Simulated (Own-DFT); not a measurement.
## Calculated data, WC (WC crystal, atoms displaced)

All values are calculated (Own-DFT development build). A calculation, not a measurement: plane-wave density functional theory by an unreviewed code, no spin, of a simulated periodic cell, stress positive in tension, run twice, with PBE and with PBEsol, both on files made for PBE, so the change isn't that of files made for PBEsol, forces on such cells moved up to 12 meV/angstrom on a denser k mesh; the far tail of each file's local potential was reset to the Coulomb form; each entry is a single point on an unrelaxed cell, so the pressure reflects the starting lattice, taken from the Materials Project, from which strain is counted, and rises with the displacements; printed positions are rounded, which can move forces by about a meV/angstrom; the program, named Own-DFT, is a retired in-house code; no spin-orbit coupling; stress was not checked against mesh or cutoff.

```json
{"formula": "WC", "kind": "WC crystal, atoms displaced", "structure": {"cell_angstrom": [[5.8332, -5.0517, -2.8394], [0.0, -5.0517, 8.5183], [-5.8332, -5.0517, -2.8394]], "atoms_fractional": [["W", 0.68856, 0.87058, 0.93448], ["C", 0.69002, 0.95595, 0.68438], ["W", 0.37954, 0.74533, 0.88746], ["C", 0.36532, 0.83039, 0.62314], ["W", 0.17843, 0.36937, 0.94146], ["C", 0.18087, 0.45461, 0.68288], ["W", 0.06915, 0.62402, 0.80122], ["C", 0.0577, 0.71274, 0.5658], ["W", 0.93156, 0.87524, 0.68811], ["C", 0.93822, 0.96551, 0.43186], ["W", 0.86301, 0.25189, 0.87829], ["C", 0.88015, 0.33525, 0.62578], ["W", 0.74337, 0.49725, 0.75311], ["C", 0.7447, 0.58248, 0.50258], ["W", 0.62856, 0.75449, 0.6216], ["C", 0.62477, 0.83541, 0.37851], ["W", 0.56587, 0.11766, 0.81558], ["C", 0.56688, 0.21397, 0.56392], ["W", 0.43894, 0.38003, 0.68661], ["C", 0.43171, 0.46601, 0.43334], ["W", 0.30865, 0.62544, 0.55363], ["C", 0.30875, 0.71844, 0.31518], ["W", 0.18761, 0.87552, 0.43502], ["C", 0.17668, 0.9601, 0.18285], ["W", 0.2444, 0.99581, 0.74666], ["C", 0.23999, 0.08537, 0.50127], ["W", 0.11613, 0.24672, 0.62137], ["C", 0.12913, 0.33662, 0.36755], ["W", 0.00052, 0.49877, 0.49964], ["C", 0.00201, 0.57911, 0.25294], ["W", 0.87345, 0.74966, 0.37326], ["C", 0.87138, 0.83832, 0.12462], ["W", 0.80956, 0.13373, 0.55886], ["C", 0.81029, 0.20899, 0.31336], ["W", 0.68329, 0.37687, 0.4347], ["C", 0.67577, 0.46022, 0.17464], ["W", 0.54911, 0.63331, 0.31412], ["C", 0.56236, 0.71081, 0.05883], ["W", 0.43533, 0.87714, 0.1814], ["C", 0.43049, 0.95123, 0.93462], ["W", 0.50258, 0.99815, 0.51041], ["C", 0.51025, 0.08827, 0.24304], ["W", 0.3671, 0.25318, 0.37298], ["C", 0.37035, 0.32691, 0.13225], ["W", 0.2504, 0.50047, 0.2541], ["C", 0.24751, 0.59161, 0.00056], ["W", 0.13763, 0.7495, 0.1293], ["C", 0.12981, 0.83566, 0.87021], ["W", 0.06804, 0.11797, 0.31154], ["C", 0.05439, 0.21347, 0.06175], ["W", 0.93234, 0.37621, 0.18486], ["C", 0.92816, 0.46, 0.94155], ["W", 0.8171, 0.62257, 0.06459], ["C", 0.80966, 0.7166, 0.8257], ["W", 0.74879, 0.0006, 0.25651], ["C", 0.74648, 0.08047, 0.00962], ["W", 0.61997, 0.25572, 0.12808], ["C", 0.61951, 0.33278, 0.88373], ["W", 0.49699, 0.50309, 0.00269], ["C", 0.49984, 0.5858, 0.75012], ["W", 0.30882, 0.13667, 0.06163], ["C", 0.31798, 0.1981, 0.80869], ["W", 0.00684, 0.00237, 0.99637], ["C", 0.00715, 0.0863, 0.74925]]}, "settings": {"functional": "PBE, then PBEsol", "potential_files": "PseudoDojo norm-conserving, scalar-relativistic, standard set", "wave_cutoff [hartree]": 50.0, "occupations": "cold (Marzari-Vanderbilt)", "smearing_width [eV]": 0.2, "k_mesh": "4 x 4 x 4 centred on Gamma"}, "results": {"PBE_pressure [GPa]": 5.83, "PBE_stress_xx [GPa]": -5.24, "PBE_stress_yy [GPa]": -5.23, "PBE_stress_zz [GPa]": -7.02, "PBE_stress_yz [GPa]": 0.06, "PBE_stress_xz [GPa]": 0.17, "PBE_stress_xy [GPa]": -0.28, "PBEsol_pressure [GPa]": -2.22, "PBEsol_stress_xx [GPa]": 2.65, "PBEsol_stress_yy [GPa]": 2.65, "PBEsol_stress_zz [GPa]": 1.37, "PBEsol_stress_yz [GPa]": 0.06, "PBEsol_stress_xz [GPa]": 0.17, "PBEsol_stress_xy [GPa]": -0.27, "force_element": ["W", "C", "W", "C", "W", "C", "W", "C", "W", "C", "W", "C", "W", "C", "W", "C", "W", "C", "W", "C", "W", "C", "W", "C", "W", "C", "W", "C", "W", "C", "W", "C", "W", "C", "W", "C", "W", "C", "W", "C", "W", "C", "W", "C", "W", "C", "W", "C", "W", "C", "W", "C", "W", "C", "W", "C", "W", "C", "W", "C", "W", "C", "W", "C"], "PBE_force_x [eV/angstrom]": [-1.544, -0.491, 1.848, 0.661, 2.074, 0.321, -3.477, 0.931, 1.511, -1.014, 1.618, -0.968, 0.992, 0.415, -1.719, 0.215, -0.612, -0.779, -1.1, 0.041, -1.705, 0.617, -1.113, 1.3, 0.844, 1.291, 1.017, -1.529, -0.588, 0.007, -0.088, 0.504, -0.158, 0.368, -0.036, -0.723, 2.735, -0.545, -0.595, 0.404, 0.889, -2.378, 0.389, 0.662, 0.68, 0.007, -1.894, -1.008, -1.095, 0.167, -0.335, 1.309, -0.737, 2.211, 1.166, 1.021, 0.678, 0.72, 0.013, 0.037, 0.575, -0.632, -2.055, -1.316], "PBE_force_y [eV/angstrom]": [-1.752, -0.547, 2.801, -1.153, -0.827, -0.96, -0.924, 0.806, -1.14, 0.273, -0.693, 0.941, -1.0, -0.099, 1.064, 0.335, 0.072, 0.854, 1.219, -0.222, -1.988, 0.492, -0.195, -1.358, -1.511, -0.428, -2.449, 0.664, 0.561, -0.08, -0.225, -0.282, 0.033, -0.179, -0.594, -2.428, -0.765, -0.785, -1.924, -1.218, 1.672, 0.879, -1.542, -0.526, 1.45, 0.832, 3.053, 0.363, 0.049, 0.162, -0.63, 0.09, -0.156, 1.808, 0.794, 0.149, 0.62, 0.813, 1.378, 0.166, 1.872, -0.433, 1.446, 1.302], "PBE_force_z [eV/angstrom]": [1.515, 0.606, 3.508, -0.365, 2.09, -0.427, 0.029, -0.119, -0.014, -1.409, -1.267, 0.731, 1.08, 0.369, -1.728, 0.439, 2.002, -0.015, -1.152, -1.52, -0.7, -1.179, 0.574, -0.928, -0.138, -0.887, -0.145, -0.344, 0.864, 1.059, -0.054, -1.104, -2.546, 0.346, 0.53, -0.774, -2.334, -1.049, 0.421, 0.746, 2.673, -0.32, -2.484, 2.452, 1.136, -1.991, 2.745, -0.66, 3.65, -0.884, -0.964, -0.347, 1.763, -1.557, 0.773, 0.501, -1.747, 0.713, -0.214, -0.063, -4.164, 1.86, 0.219, 0.198], "PBEsol_force_x [eV/angstrom]": [-1.529, -0.49, 1.801, 0.661, 2.036, 0.319, -3.437, 0.923, 1.493, -0.996, 1.602, -0.958, 0.969, 0.406, -1.69, 0.206, -0.599, -0.76, -1.068, 0.036, -1.676, 0.616, -1.099, 1.28, 0.832, 1.263, 1.009, -1.505, -0.574, 0.007, -0.1, 0.495, -0.15, 0.351, -0.044, -0.706, 2.687, -0.543, -0.589, 0.4, 0.884, -2.341, 0.394, 0.643, 0.664, 0.012, -1.862, -0.991, -1.084, 0.177, -0.315, 1.282, -0.734, 2.184, 1.149, 1.007, 0.672, 0.72, 0.027, 0.039, 0.552, -0.637, -2.031, -1.293], "PBEsol_force_y [eV/angstrom]": [-1.722, -0.528, 2.76, -1.135, -0.816, -0.941, -0.918, 0.795, -1.129, 0.273, -0.704, 0.937, -0.979, -0.1, 1.044, 0.325, 0.074, 0.836, 1.195, -0.216, -1.951, 0.484, -0.188, -1.339, -1.49, -0.412, -2.41, 0.649, 0.544, -0.079, -0.232, -0.278, 0.038, -0.174, -0.585, -2.39, -0.75, -0.766, -1.872, -1.205, 1.644, 0.868, -1.515, -0.517, 1.42, 0.805, 2.997, 0.356, 0.046, 0.155, -0.618, 0.096, -0.134, 1.786, 0.777, 0.152, 0.613, 0.79, 1.349, 0.162, 1.848, -0.429, 1.419, 1.286], "PBEsol_force_z [eV/angstrom]": [1.497, 0.598, 3.467, -0.35, 2.048, -0.411, 0.034, -0.12, -0.03, -1.39, -1.242, 0.72, 1.056, 0.368, -1.697, 0.431, 1.984, -0.016, -1.131, -1.496, -0.69, -1.166, 0.565, -0.918, -0.125, -0.874, -0.141, -0.338, 0.848, 1.043, -0.048, -1.087, -2.516, 0.343, 0.504, -0.767, -2.306, -1.029, 0.381, 0.731, 2.616, -0.31, -2.423, 2.415, 1.117, -1.961, 2.709, -0.647, 3.601, -0.868, -0.938, -0.352, 1.743, -1.531, 0.767, 0.498, -1.723, 0.706, -0.207, -0.072, -4.105, 1.831, 0.211, 0.19], "rms_change_of_force_components_from_PBE_to_PBEsol [eV/angstrom]": 0.021}}
```
